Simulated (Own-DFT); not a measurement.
# Slab less bulk: wurtzite AlN, m plane (10-10)

Source: density functional calculations with Own-DFT, an unreviewed in-house program that is no longer used. Nothing was measured or relaxed, and spin and spin-orbit coupling are left out.

Known weak points (not all hold for every row): some atoms lie very close together; forces not confirmed at this smearing and k mesh; k mesh not checked against a denser one.

Both sets of runs: PBE; PseudoDojo norm-conserving scalar-relativistic files; cutoff 42 hartree; Gaussian smearing of 0.01 eV. The slab has 128 atoms in 16 layers, two equal faces of 62.02 Å² as cut, 15 Å of vacuum, a dipole correction along the normal and a 6 x 3 x 1 mesh. The bulk cell has 128 atoms, the same measured lattice constants and a 3 x 3 x 3 mesh. All atoms were moved at random; u is the rms move along one axis. Energies are counted from -174.06 eV for each atom.

| slab run | u (Å) | E (eV, cell) |
|---|---|---|
| 1 | 0.0192 | 20.507 |
| 2 | 0.0195 | 20.358 |
| 3 | 0.0196 | 20.477 |
| 4 | 0.0198 | 20.156 |
| 5 | 0.0199 | 20.619 |
| 6 | 0.0492 | 28.730 |
| 7 | 0.0508 | 28.046 |
| 8 | 0.0509 | 28.156 |
| 9 | 0.0524 | 30.877 |
| 10 | 0.0527 | 29.830 |
| 11 | 0.1026 | 65.723 |
| 12 | 0.1112 | 69.453 |

| bulk run | u (Å) | E (meV/atom) |
|---|---|---|
| 1 | 0.0192 | -3.28 |
| 2 | 0.0199 | -1.51 |
| 3 | 0.0200 | -2.40 |
| 4 | 0.0206 | 0.14 |
| 5 | 0.0996 | 323.43 |
| 6 | 0.1000 | 329.58 |
| 7 | 0.1000 | 311.62 |
| 8 | 0.1017 | 339.53 |
| 9 | 0.1028 | 330.53 |
| 10 | 0.1057 | 326.25 |

Q: what is the energy of the unrelaxed surface?

## Working it out

Take each set to u = 0 with E = a + b u². Rows are weighted down as u grows, with residuals divided by u² + 0.0006 Å². Slab: a = 18.84 ± 0.13 eV. Bulk: a = -14.9 ± 0.7 meV/atom. The excess is 18.84 - 128 x (-0.0149) = 20.75 ± 0.16 eV. Over two faces that is 167 meV/Å², or 2.68 ± 0.02 J/m². Relaxing the faces would lower the energy, and the unlike meshes and the reach from the smallest u down to zero add errors that aren't counted here.
